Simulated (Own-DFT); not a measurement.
Hf31SiO64 (monoclinic hafnia with substituted atoms, atoms displaced), Hf16O31 (monoclinic hafnia with two neutral oxygen vacancies, strained, atoms displaced), Hf32O63 (monoclinic hafnia with one neutral oxygen vacancy, atoms displaced) (calculated)

Computed with Own-DFT development build. A calculation, not a measurement: plane-wave PBE and HSE06 DFT by an unreviewed code, no spin, of a simulated cell at Gamma alone, so results move with cell size and shape, stress positive in tension, energies less offsets, not probed for a lower state with spin; hafnium file: forces about 75 meV/angstrom off all-electron values; oxygen file: force components 24 meV/angstrom off all-electron in a glass; k mesh not checked against a denser one; forces and stress are PBE's, HSE06 gives the energy alone, and its difference from PBE has offsets of its own; offsets are fitted by least squares, one for each functional and potential file, so energies compare only between cells with the same atoms and settings and are not formation energies; the far tail of each file's local potential was reset to the Coulomb form; each entry is a single point on an unrelaxed cell, so the pressure reflects the starting lattice, mostly measured values, from which strain is counted, and rises with the displacements; printed positions are rounded, which can move forces by about a meV/angstrom; the program is a retired in-house code; no spin-orbit coupling.

Common to all runs: first functional PBE; second functional HSE06; exact exchange share 0.25; screening 0.11 1/bohr; exchange divergence Gygi-Baldereschi; potential files PseudoDojo norm-conserving, scalar-relativistic, made for PBE, standard set; wave cutoff 48 hartree; occupations fixed; k mesh 1 x 1 x 1 centred on Gamma.

(1) Hf31SiO64 (monoclinic hafnia with substituted atoms, atoms displaced)

```cif
# cell vector a (Å): 10.2340 0.0000 0.0000
# cell vector b (Å): 0.0000 10.3500 0.0000
# cell vector c (Å): -1.6955 0.0000 10.4453
data_Hf31SiO64
_symmetry_space_group_name_H-M 'P 1'
_symmetry_Int_Tables_number 1
_cell_length_a 10.2340
_cell_length_b 10.3500
_cell_length_c 10.5820
_cell_angle_alpha 90.000
_cell_angle_beta 99.220
_cell_angle_gamma 90.000
_cell_volume 1106.39
loop_
_atom_site_label
_atom_site_type_symbol
_atom_site_fract_x
_atom_site_fract_y
_atom_site_fract_z
_atom_site_occupancy
Hf1 Hf 0.14219 0.01676 0.09665 1
Hf2 Hf 0.35077 0.26882 0.14597 1
Hf3 Hf 0.36023 0.47599 0.39356 1
Hf4 Hf 0.13415 0.23283 0.34806 1
O1 O 0.04185 0.16378 0.17819 1
O2 O 0.45811 0.41229 0.06322 1
O3 O 0.45741 0.33249 0.32540 1
O4 O 0.03219 0.08567 0.42073 1
O5 O 0.22341 0.36939 0.23710 1
O6 O 0.28107 0.12953 0.01600 1
O7 O 0.27329 0.12402 0.24758 1
O8 O 0.22543 0.37445 0.48191 1
Hf5 Hf 0.13483 0.02370 0.60500 1
Hf6 Hf 0.36291 0.26929 0.64869 1
Hf7 Hf 0.37069 0.48222 0.89474 1
Hf8 Hf 0.13254 0.23144 0.84740 1
O9 O 0.03245 0.16362 0.67360 1
O10 O 0.45448 0.41586 0.58353 1
O11 O 0.45872 0.34023 0.82499 1
O12 O 0.02628 0.08485 0.91856 1
O13 O 0.22701 0.38652 0.73770 1
O14 O 0.28264 0.13819 0.51913 1
O15 O 0.27487 0.11476 0.75836 1
O16 O 0.22056 0.37582 0.98216 1
Hf9 Hf 0.13919 0.51550 0.09800 1
Hf10 Hf 0.36439 0.77335 0.14799 1
Hf11 Hf 0.36776 0.98010 0.40510 1
Hf12 Hf 0.14411 0.72695 0.35917 1
O17 O 0.03427 0.67024 0.16417 1
O18 O 0.46303 0.91268 0.07416 1
O19 O 0.46674 0.84018 0.32513 1
O20 O 0.04581 0.58833 0.43611 1
O21 O 0.22139 0.86986 0.23642 1
O22 O 0.28470 0.62808 0.02397 1
O23 O 0.27487 0.61045 0.25765 1
O24 O 0.21475 0.87251 0.49480 1
Hf13 Hf 0.13249 0.51916 0.60351 1
Si1 Si 0.36156 0.77185 0.64370 1
Hf14 Hf 0.36182 0.97467 0.88986 1
Hf15 Hf 0.14150 0.73013 0.85639 1
O25 O 0.04090 0.65686 0.67557 1
O26 O 0.45820 0.91523 0.57496 1
O27 O 0.46079 0.83306 0.82220 1
O28 O 0.03910 0.58877 0.93160 1
O29 O 0.22950 0.87433 0.74075 1
O30 O 0.27197 0.62722 0.51315 1
O31 O 0.27074 0.61914 0.75514 1
O32 O 0.22743 0.86720 0.99245 1
Hf16 Hf 0.64531 0.01898 0.10770 1
Hf17 Hf 0.86597 0.27262 0.14718 1
Hf18 Hf 0.86799 0.47642 0.39222 1
Hf19 Hf 0.63796 0.23334 0.35331 1
O33 O 0.53662 0.16784 0.17999 1
O34 O 0.96089 0.41916 0.07316 1
O35 O 0.96285 0.33596 0.33093 1
O36 O 0.53987 0.07970 0.42925 1
O37 O 0.72295 0.38170 0.24296 1
O38 O 0.77538 0.13418 0.01588 1
O39 O 0.78027 0.12253 0.27180 1
O40 O 0.73326 0.36782 0.49370 1
Hf20 Hf 0.63785 0.02679 0.60195 1
Hf21 Hf 0.87155 0.26665 0.65778 1
Hf22 Hf 0.86688 0.47672 0.89809 1
Hf23 Hf 0.63231 0.23383 0.85247 1
O41 O 0.53245 0.16739 0.66914 1
O42 O 0.96531 0.41484 0.57898 1
O43 O 0.96089 0.33070 0.83071 1
O44 O 0.53488 0.08531 0.91569 1
O45 O 0.72530 0.37281 0.73257 1
O46 O 0.77528 0.12591 0.51176 1
O47 O 0.77262 0.13008 0.75205 1
O48 O 0.72641 0.36977 0.98952 1
Hf24 Hf 0.63754 0.50801 0.10135 1
Hf25 Hf 0.86152 0.77079 0.15226 1
Hf26 Hf 0.86193 0.97456 0.39479 1
Hf27 Hf 0.64217 0.72296 0.35374 1
O49 O 0.53207 0.66964 0.16966 1
O50 O 0.95869 0.91288 0.07429 1
O51 O 0.95861 0.82813 0.32117 1
O52 O 0.53156 0.58238 0.42416 1
O53 O 0.72682 0.88066 0.23995 1
O54 O 0.77706 0.62080 0.99705 1
O55 O 0.77669 0.63079 0.26280 1
O56 O 0.73110 0.87173 0.49783 1
Hf28 Hf 0.64480 0.52901 0.60032 1
Hf29 Hf 0.86327 0.77495 0.65013 1
Hf30 Hf 0.86077 0.97766 0.89648 1
Hf31 Hf 0.63505 0.73493 0.84751 1
O57 O 0.53121 0.66875 0.67466 1
O58 O 0.95757 0.91668 0.57507 1
O59 O 0.96052 0.83099 0.82654 1
O60 O 0.54323 0.58110 0.92399 1
O61 O 0.72352 0.89187 0.73819 1
O62 O 0.78183 0.62542 0.50703 1
O63 O 0.77503 0.62325 0.75695 1
O64 O 0.73431 0.87472 0.99156 1
```

Results for Hf31SiO64 (monoclinic hafnia with substituted atoms, atoms displaced): PBE energy of cell above offsets -86.709 eV; HSE06 less PBE above offsets 0.172 eV; PBE pressure 4.8 GPa; PBE stress xx -4.99 GPa; PBE stress yy -3.71 GPa; PBE stress zz -5.7 GPa; PBE stress yz -0.34 GPa; PBE stress xz -0.37 GPa; PBE stress xy 0.95 GPa.

Force:
```tsv
element	x (eV/Å)	y (eV/Å)	z (eV/Å)
Hf	-0.882	-0.342	1.229
Hf	2.065	-0.129	-0.586
Hf	-0.287	0.085	1.109
Hf	1.299	-0.956	1.857
O	-1.73	0.475	-1.544
O	1.337	-0.313	2.165
O	1.17	-0.281	0.153
O	0.634	-0.13	0.652
O	-1.041	1.07	-0.483
O	-0.806	-0.565	-1.96
O	0.004	-1.394	2.033
O	-0.98	-0.419	-0.087
Hf	0.935	-1.141	-1.025
Hf	-0.382	1.637	-0.652
Hf	-1.904	1.286	-0.936
Hf	1.87	0.004	1.561
O	1.039	-0.21	0.384
O	1.99	1.211	-0.713
O	1.947	-1.755	0.233
O	1.517	0.546	0.405
O	-0.863	-1.857	0.401
O	-1.158	-1.872	-1.887
O	-0.759	0.44	0.552
O	-0.514	-0.738	0.209
Hf	0.561	1.816	1.409
Hf	-0.271	-0.572	0.224
Hf	-0.844	-0.007	-1.764
Hf	-0.299	0.379	-1.458
O	0.34	-0.849	1.073
O	1.383	1.166	-0.458
O	0.381	-0.312	0.582
O	-2.21	-0.423	-2.766
O	-0.213	1.126	0.562
O	-0.398	-0.189	-1.849
O	-0.465	0.45	0.87
O	0.958	-0.297	-0.08
Hf	2.227	-0.46	1.228
Si	0.947	-0.326	1.138
Hf	0.447	0.925	1.161
Hf	0.105	-1.162	-0.46
O	-2.503	2.395	0.887
O	-1.223	-2.343	1.735
O	0.115	-0.825	-1.391
O	-0.398	-0.392	-1.377
O	0.193	-0.405	-1.253
O	1.856	2.461	0.851
O	1.379	1.55	0.684
O	-0.473	0.781	-0.978
Hf	-1.605	0.797	-0.369
Hf	-0.254	-1.184	-0.182
Hf	-1.163	1.603	2.192
Hf	-0.164	-0.786	1.147
O	0.328	-0.549	-0.878
O	0.249	-0.919	1.087
O	1.022	-0.909	-1.125
O	-0.784	0.637	-1.257
O	0.423	-0.244	-0.354
O	0.11	-0.37	-0.167
O	-0.067	0.393	-1.418
O	-0.494	0.65	-1.023
Hf	0.975	-0.06	0.801
Hf	-3.215	0.859	-3.632
Hf	-1.572	2.172	-0.816
Hf	0.435	-0.343	-0.601
O	-0.042	0.136	0.676
O	-0.07	-0.216	-0.3
O	1.442	-0.437	0.45
O	-0.107	-0.534	0.609
O	-0.618	1.548	0.959
O	0.294	0.321	-0.007
O	-0.168	-1.036	1.857
O	-0.311	-0.086	0.175
Hf	-0.776	2.521	-0.802
Hf	0.937	-1.235	-2.377
Hf	-0.213	0.791	0.588
Hf	-1.427	1.183	0.104
O	1.578	-1.371	0.594
O	1.766	1.302	0.104
O	1.225	0.315	1.683
O	0.976	0.552	0
O	-0.974	0.273	0.218
O	-0.41	0.843	1.653
O	0.252	-1.889	-0.352
O	-1.076	-1.069	-1.236
Hf	-1.239	-2.184	0.556
Hf	0.271	-1.006	-0.668
Hf	-0.376	0.513	-0.273
Hf	0.631	-1.009	1.197
O	-1.488	1.132	-1.012
O	1.9	0.552	0.753
O	0.825	0.094	0.188
O	-0.331	0.532	-0.556
O	-0.079	-1.381	0.684
O	-0.391	0.538	0.248
O	-0.267	0.095	-0.436
O	-2.055	-0.671	-0.32
```

(2) Hf16O31 (monoclinic hafnia with two neutral oxygen vacancies, strained, atoms displaced)

```cif
# cell vector a (Å): 10.1298 -0.0471 -0.1403
# cell vector b (Å): -0.0476 10.3232 -0.0166
# cell vector c (Å): -1.8215 -0.0090 10.3786
data_Hf16O31
_symmetry_space_group_name_H-M 'P 1'
_symmetry_Int_Tables_number 1
_cell_length_a 10.1309
_cell_length_b 10.3233
_cell_length_c 10.5372
_cell_angle_alpha 90.094
_cell_angle_beta 100.747
_cell_angle_gamma 90.529
_cell_volume 1082.65
loop_
_atom_site_label
_atom_site_type_symbol
_atom_site_fract_x
_atom_site_fract_y
_atom_site_fract_z
_atom_site_occupancy
Hf1 Hf 0.13788 0.00233 0.10078 1
Hf2 Hf 0.36115 0.26107 0.16230 1
Hf3 Hf 0.36291 0.48421 0.40136 1
Hf4 Hf 0.12460 0.22633 0.35162 1
O1 O 0.04215 0.15225 0.18601 1
O2 O 0.45649 0.41496 0.08543 1
O3 O 0.46513 0.33044 0.33569 1
O4 O 0.03421 0.08627 0.42613 1
O5 O 0.21749 0.37658 0.25301 1
O6 O 0.27314 0.13260 0.02161 1
O7 O 0.27204 0.11710 0.25795 1
O8 O 0.21593 0.38078 0.49050 1
Hf5 Hf 0.14228 0.02916 0.59712 1
Hf6 Hf 0.35400 0.27656 0.63925 1
Hf7 Hf 0.36975 0.47774 0.90138 1
Hf8 Hf 0.15003 0.23219 0.85849 1
O9 O 0.03283 0.17023 0.68004 1
O10 O 0.45858 0.41525 0.57865 1
O11 O 0.47461 0.33401 0.82240 1
O12 O 0.04093 0.08277 0.91799 1
O13 O 0.21727 0.36860 0.74640 1
O14 O 0.29072 0.13214 0.50504 1
O15 O 0.27185 0.12707 0.76511 1
O16 O 0.21658 0.38052 0.99426 1
Hf9 Hf 0.14133 0.51088 0.10505 1
Hf10 Hf 0.36224 0.76011 0.14876 1
Hf11 Hf 0.35548 0.98213 0.39988 1
Hf12 Hf 0.12223 0.74293 0.35469 1
O17 O 0.04310 0.67637 0.19455 1
O18 O 0.46048 0.90128 0.08771 1
O19 O 0.46504 0.83616 0.32345 1
O20 O 0.03327 0.57518 0.43033 1
O21 O 0.23125 0.87383 0.23040 1
O22 O 0.25999 0.62462 0.00962 1
O23 O 0.27786 0.62174 0.26765 1
O24 O 0.20953 0.87469 0.47568 1
Hf13 Hf 0.13818 0.52110 0.60622 1
Hf14 Hf 0.37171 0.76503 0.66061 1
Hf15 Hf 0.36346 0.96154 0.89823 1
Hf16 Hf 0.12904 0.73563 0.84873 1
O25 O 0.03460 0.65395 0.66932 1
O26 O 0.46744 0.83435 0.83095 1
O27 O 0.04236 0.58952 0.91238 1
O28 O 0.23265 0.87729 0.72587 1
O29 O 0.29421 0.63195 0.50536 1
O30 O 0.28878 0.62269 0.76838 1
O31 O 0.20628 0.86111 0.98284 1
Hf17 Hf 0.62304 0.02996 0.09505 1
Hf18 Hf 0.87023 0.27555 0.13299 1
Hf19 Hf 0.86358 0.47798 0.39699 1
Hf20 Hf 0.64743 0.22927 0.36501 1
O32 O 0.53941 0.16455 0.16291 1
O33 O 0.96277 0.39801 0.08134 1
O34 O 0.95283 0.33093 0.34127 1
O35 O 0.72531 0.37450 0.25667 1
O36 O 0.76678 0.12091 0.99582 1
O37 O 0.75389 0.12291 0.25449 1
O38 O 0.71826 0.36331 0.48205 1
Hf21 Hf 0.62844 0.02412 0.59915 1
Hf22 Hf 0.87618 0.26723 0.65812 1
Hf23 Hf 0.85643 0.48088 0.90198 1
Hf24 Hf 0.63108 0.22746 0.86165 1
O39 O 0.53058 0.18127 0.67518 1
O40 O 0.95504 0.41483 0.57068 1
O41 O 0.96685 0.34605 0.83324 1
O42 O 0.53170 0.08916 0.90850 1
O43 O 0.73964 0.37704 0.74660 1
O44 O 0.76561 0.13990 0.50853 1
O45 O 0.75879 0.11513 0.75767 1
O46 O 0.72699 0.36473 0.98948 1
Hf25 Hf 0.64791 0.51936 0.11011 1
Hf26 Hf 0.86486 0.76396 0.13863 1
Hf27 Hf 0.86747 0.98650 0.39228 1
Hf28 Hf 0.63003 0.73323 0.34936 1
O47 O 0.52704 0.66696 0.18809 1
O48 O 0.96676 0.92727 0.07842 1
O49 O 0.95268 0.83381 0.32225 1
O50 O 0.53704 0.58484 0.42319 1
O51 O 0.71787 0.86631 0.24240 1
O52 O 0.78685 0.62764 0.01550 1
O53 O 0.76687 0.61557 0.24967 1
O54 O 0.73284 0.86532 0.49025 1
Hf29 Hf 0.65303 0.52049 0.62106 1
Hf30 Hf 0.85920 0.75296 0.64541 1
Hf31 Hf 0.85840 0.98001 0.89689 1
Hf32 Hf 0.65135 0.71517 0.85312 1
O55 O 0.53698 0.66501 0.67695 1
O56 O 0.96440 0.92442 0.57201 1
O57 O 0.97246 0.82216 0.82279 1
O58 O 0.54329 0.59386 0.91758 1
O59 O 0.72375 0.87311 0.72374 1
O60 O 0.77950 0.62196 0.50917 1
O61 O 0.76372 0.63091 0.76111 1
O62 O 0.72938 0.86017 0.99212 1
```

It finds PBE energy of cell above offsets -75.144 eV; HSE06 less PBE above offsets 0.495 eV; PBE pressure 15.41 GPa; PBE stress xx -17.74 GPa; PBE stress yy -13.83 GPa; PBE stress zz -14.66 GPa; PBE stress yz -1.5 GPa; PBE stress xz -4.35 GPa; PBE stress xy -0.46 GPa.

Force:
```tsv
element	x (eV/Å)	y (eV/Å)	z (eV/Å)
Hf	2.786	3.313	0.387
Hf	0.141	0.988	-0.159
Hf	0.252	-0.065	-0.598
Hf	2.561	2.32	0.928
O	-2.456	0.917	-2.181
O	1.829	1.098	-0.654
O	0.156	-0.823	-0.148
O	0.236	0.296	0.13
O	-0.047	0.136	-1.679
O	0.759	-0.691	-1.308
O	0.586	-0.321	1.14
O	-0.365	-1.256	0.476
Hf	-0.066	-1.93	2.268
Hf	0.903	-0.235	0.911
Hf	-1.089	-0.185	-0.173
Hf	-1.219	-0.825	1.598
O	1.983	-1.652	-0.682
O	1.897	1.316	0.958
O	-2.781	2.92	1.225
O	-1.708	-0.73	-0.187
O	0.999	2.079	-0.67
O	-1.723	0.192	0.18
O	0.87	-1.416	-0.402
O	0.42	-1.084	0.031
Hf	1.454	2.074	1.22
Hf	-2.658	-0.771	0.41
Hf	1.412	-1.102	-1.088
Hf	3.212	-3.015	2.964
O	-1.361	-2.756	-5.884
O	1.177	2.739	-2.827
O	-0.795	1.275	1.603
O	1.473	2.257	-0.953
O	-1.367	-0.116	1.063
O	2.149	0.083	0.727
O	-0.361	-0.477	-1.404
O	1.246	2.426	1.855
Hf	1.463	-1.288	-0.614
Hf	-0.82	0.115	-3.663
Hf	-1.435	2.539	-0.648
Hf	4.746	-3.192	-0.352
O	-0.907	1.445	0.077
O	1.818	-0.687	0.722
O	-4.144	-2.808	1.756
O	-1.259	0.687	1.237
O	-1.989	0.859	1.966
O	-0.509	-0.765	-0.498
O	1.915	1.91	0.642
Hf	2.342	-3.329	1.849
Hf	-5.707	-7.833	5.42
Hf	-2.706	0.418	0.147
Hf	-2.709	-0.447	-2.457
O	-3.23	2.318	0.428
O	5.186	6.886	-2.498
O	2.438	-2.451	-2.285
O	-0.07	1.085	-3.991
O	1.47	0.489	2.22
O	3.046	-1.355	0.426
O	0.312	3.134	3.313
Hf	0.408	-0.441	0.422
Hf	-3.284	1.148	-1.639
Hf	2.659	-0.887	-1.687
Hf	2.357	0.257	-3.904
O	0.715	-1.856	-1.573
O	1.175	-0.279	2.246
O	1.093	-0.844	0.691
O	-3.284	-3.691	1.921
O	-1.568	1.632	-0.041
O	0.946	-2.484	1.259
O	1.533	0.354	0.582
O	-0.652	1.753	1.134
Hf	-2.861	-0.995	1.074
Hf	-1.375	3.082	2.638
Hf	-4.184	-1.995	-0.002
Hf	1.222	0.53	2.723
O	1.594	-3.242	-3.422
O	-2.852	-2.329	-0.108
O	0.067	0.796	0.484
O	0.264	-0.677	1.248
O	0.896	1.592	-1.89
O	0.065	-2.35	-1.316
O	1.503	0.558	0.577
O	-0.365	0.728	-0.003
Hf	-3.084	-2.287	-5.51
Hf	0.729	4.583	-2.302
Hf	0.324	0.198	-1.928
Hf	-2.956	6.983	1.763
O	0.745	-0.903	-0.368
O	0.742	-0.552	1.033
O	-4.872	3.237	0.022
O	-1.941	-3.062	2.277
O	-0.236	0.05	1.721
O	-0.375	-0.342	1.07
O	5.054	-3.384	-0.3
O	0.041	0.406	-1.168
```

(3) Hf32O63 (monoclinic hafnia with one neutral oxygen vacancy, atoms displaced)

```cif
# cell vector a (Å): 10.2340 0.0000 0.0000
# cell vector b (Å): 0.0000 10.3500 0.0000
# cell vector c (Å): -1.6955 0.0000 10.4453
data_Hf32O63
_symmetry_space_group_name_H-M 'P 1'
_symmetry_Int_Tables_number 1
_cell_length_a 10.2340
_cell_length_b 10.3500
_cell_length_c 10.5820
_cell_angle_alpha 90.000
_cell_angle_beta 99.220
_cell_angle_gamma 90.000
_cell_volume 1106.39
loop_
_atom_site_label
_atom_site_type_symbol
_atom_site_fract_x
_atom_site_fract_y
_atom_site_fract_z
_atom_site_occupancy
Hf1 Hf 0.13294 0.02391 0.10737 1
Hf2 Hf 0.35428 0.25846 0.14589 1
Hf3 Hf 0.36954 0.48582 0.39048 1
Hf4 Hf 0.14538 0.22830 0.35635 1
O1 O 0.03272 0.15350 0.17519 1
O2 O 0.45533 0.41642 0.06857 1
O3 O 0.46514 0.34870 0.32931 1
O4 O 0.03876 0.07403 0.42393 1
O5 O 0.21635 0.37390 0.24007 1
O6 O 0.28692 0.11643 0.00742 1
O7 O 0.28287 0.11159 0.25503 1
O8 O 0.21807 0.37629 0.49375 1
Hf5 Hf 0.13675 0.02510 0.60007 1
Hf6 Hf 0.36410 0.26944 0.64814 1
Hf7 Hf 0.36461 0.47506 0.90119 1
Hf8 Hf 0.15586 0.23344 0.85648 1
O9 O 0.03813 0.18711 0.69059 1
O10 O 0.47432 0.39770 0.57807 1
O11 O 0.45153 0.34247 0.82464 1
O12 O 0.02156 0.08690 0.93141 1
O13 O 0.22733 0.37852 0.74815 1
O14 O 0.28741 0.11005 0.50663 1
O15 O 0.26954 0.12341 0.74905 1
O16 O 0.22421 0.37182 0.99432 1
Hf9 Hf 0.14520 0.53147 0.09646 1
Hf10 Hf 0.37126 0.77064 0.14550 1
Hf11 Hf 0.35046 0.97163 0.38708 1
Hf12 Hf 0.12535 0.73818 0.35331 1
O17 O 0.04299 0.66322 0.16805 1
O18 O 0.46359 0.91146 0.06586 1
O19 O 0.45935 0.83455 0.33051 1
O20 O 0.03905 0.58363 0.43061 1
O21 O 0.22322 0.87103 0.24930 1
O22 O 0.27734 0.62390 0.01867 1
O23 O 0.27141 0.62101 0.26956 1
O24 O 0.22477 0.87195 0.48811 1
Hf13 Hf 0.13753 0.51767 0.60674 1
Hf14 Hf 0.36325 0.76675 0.62609 1
Hf15 Hf 0.37155 0.97670 0.89207 1
Hf16 Hf 0.14658 0.72767 0.86381 1
O25 O 0.03423 0.65555 0.66865 1
O26 O 0.45381 0.91211 0.56755 1
O27 O 0.46614 0.82861 0.83851 1
O28 O 0.04202 0.58713 0.92516 1
O29 O 0.21980 0.87626 0.74419 1
O30 O 0.27230 0.62680 0.49882 1
O31 O 0.27370 0.61746 0.73311 1
O32 O 0.23154 0.86605 0.97290 1
Hf17 Hf 0.63402 0.01190 0.10935 1
Hf18 Hf 0.85599 0.26395 0.13851 1
Hf19 Hf 0.86947 0.46938 0.40903 1
Hf20 Hf 0.63793 0.22442 0.34665 1
O33 O 0.53879 0.15707 0.17018 1
O34 O 0.96498 0.41590 0.09061 1
O35 O 0.96611 0.33494 0.32274 1
O36 O 0.53495 0.07749 0.42132 1
O37 O 0.71916 0.37712 0.23292 1
O38 O 0.78468 0.13812 0.01927 1
O39 O 0.79180 0.13430 0.25895 1
O40 O 0.73586 0.37350 0.49156 1
Hf21 Hf 0.63324 0.02421 0.60594 1
Hf22 Hf 0.86226 0.26599 0.64530 1
Hf23 Hf 0.88050 0.48523 0.89786 1
Hf24 Hf 0.63968 0.23118 0.85087 1
O41 O 0.52811 0.15422 0.66718 1
O42 O 0.97255 0.41085 0.58398 1
O43 O 0.96436 0.33063 0.81191 1
O44 O 0.54342 0.07587 0.92092 1
O45 O 0.72028 0.36892 0.73846 1
O46 O 0.78343 0.12009 0.51520 1
O47 O 0.79377 0.11843 0.76078 1
O48 O 0.72716 0.36817 0.97324 1
Hf25 Hf 0.65191 0.52642 0.10785 1
Hf26 Hf 0.86911 0.76486 0.15237 1
Hf27 Hf 0.85298 0.97462 0.38911 1
Hf28 Hf 0.63322 0.72665 0.34638 1
O49 O 0.55252 0.66791 0.17254 1
O50 O 0.95841 0.91719 0.07713 1
O51 O 0.97107 0.84251 0.33470 1
O52 O 0.53952 0.60355 0.43518 1
O53 O 0.72775 0.86722 0.24204 1
O54 O 0.77913 0.63389 0.00799 1
O55 O 0.78667 0.61998 0.26580 1
Hf29 Hf 0.63878 0.53241 0.61836 1
Hf30 Hf 0.85588 0.76401 0.64597 1
Hf31 Hf 0.86193 0.99185 0.89815 1
Hf32 Hf 0.64542 0.72093 0.84540 1
O56 O 0.53970 0.66394 0.66886 1
O57 O 0.96181 0.90527 0.57986 1
O58 O 0.96651 0.83173 0.81645 1
O59 O 0.54886 0.58445 0.93615 1
O60 O 0.72314 0.89026 0.73701 1
O61 O 0.77862 0.61501 0.50959 1
O62 O 0.77327 0.61664 0.76564 1
O63 O 0.70654 0.85583 0.98937 1
```

The calculation gives: PBE energy of cell above offsets -82.152 eV; HSE06 less PBE above offsets 0.650 eV; PBE pressure 7.71 GPa; PBE stress xx -7.3 GPa; PBE stress yy -7.42 GPa; PBE stress zz -8.41 GPa; PBE stress yz -1.54 GPa; PBE stress xz 0.42 GPa; PBE stress xy 0.57 GPa.

Force:
```tsv
element	x (eV/Å)	y (eV/Å)	z (eV/Å)
Hf	-0.178	-1.791	-1.447
Hf	1.034	2.658	-0.066
Hf	-2.211	0.74	2.111
Hf	-1.962	1.184	0.099
O	0.296	1.076	0.763
O	1.176	-0.961	2.231
O	2.045	-3.037	-1.816
O	0.08	1.216	-0.204
O	1.141	-0.514	-0.418
O	-1.145	1.375	0.455
O	-0.622	1.188	-0.419
O	1.337	-2.071	-0.72
Hf	-1.274	-1.487	1.344
Hf	-0.995	0.582	-1.625
Hf	0.041	2.407	-0.817
Hf	-2.806	-0.415	-1.076
O	2.188	-3.916	-2.659
O	0.479	1.912	-0.482
O	3.55	-3.085	-0.292
O	3.266	1.456	0.226
O	-0.559	-0.171	0
O	-1.061	2.612	0.304
O	0.947	-0.435	1.157
O	-0.339	-0.753	-0.071
Hf	-1.575	-4.067	4.27
Hf	-1.026	-0.28	0.328
Hf	1.009	0.931	2.032
Hf	2.628	-3.614	2.043
O	-1.722	1.938	0.527
O	0.303	-0.148	2.397
O	1.883	-1.481	-1.867
O	-0.762	0.423	-1.091
O	-0.104	0.773	-2.888
O	1.948	1.675	-1.12
O	1.315	0.128	-2.158
O	-1.224	-0.553	0.068
Hf	0.726	0.441	-0.942
Hf	-2.637	-0.707	2.438
Hf	-1.229	-0.896	-2.502
Hf	-0.172	1.688	-5.416
O	-1.737	1.347	1.369
O	2.376	0.846	0.682
O	0.732	-1.175	-1.974
O	-0.256	-0.355	-0.022
O	0.921	0.54	-1.717
O	0.984	0.83	0.87
O	0.953	0.468	3.751
O	-0.465	0.579	3.437
Hf	1.84	-0.786	-2.192
Hf	1.878	4.314	2.275
Hf	1.003	0.92	-1.56
Hf	0.12	1.354	1.798
O	-1.247	1.125	0.55
O	0.715	1.122	-2.266
O	1.012	-1.249	0.724
O	0.792	0.826	-0.907
O	-0.243	-0.432	0.004
O	-2	-3.832	-3.191
O	-2.113	-2.544	1.412
O	-1.613	-1.925	-0.523
Hf	1.103	-1.842	-1.431
Hf	-0.566	1.132	-0.482
Hf	-1.777	-3.534	0.076
Hf	0.384	0.512	0.098
O	-0.22	1.449	1.866
O	-0.561	-0.25	-0.654
O	-0.084	2.691	4.099
O	0.81	1.145	0.219
O	-0.157	0.773	-0.514
O	-0.999	-0.351	-1.124
O	-2.341	1.209	-0.046
O	-0.157	0.808	1.434
Hf	0.211	-1.897	-1.047
Hf	-0.816	0.044	-1.858
Hf	0.475	0.911	2.469
Hf	2.142	0.217	2.869
O	-2.695	0.874	-0.571
O	0.333	-0.602	0.737
O	-1.308	-0.251	-1.573
O	-1.858	-1.906	-0.013
O	-0.286	2.119	-0.201
O	1.341	-0.945	0.651
O	-0.062	-0.041	-0.504
Hf	2.045	-5.912	-3.797
Hf	2.791	1.137	-0.728
Hf	-0.589	-3.532	-0.335
Hf	-2.662	3.018	3.787
O	-2.218	2.433	1.129
O	0.047	1.009	-1.001
O	-0.349	0.165	1.852
O	-1.349	-0.143	-1.801
O	-0.31	-1.731	-0.235
O	-0.616	1.951	1.249
O	1.553	-0.504	-0.631
O	1.308	1.85	0.788
```
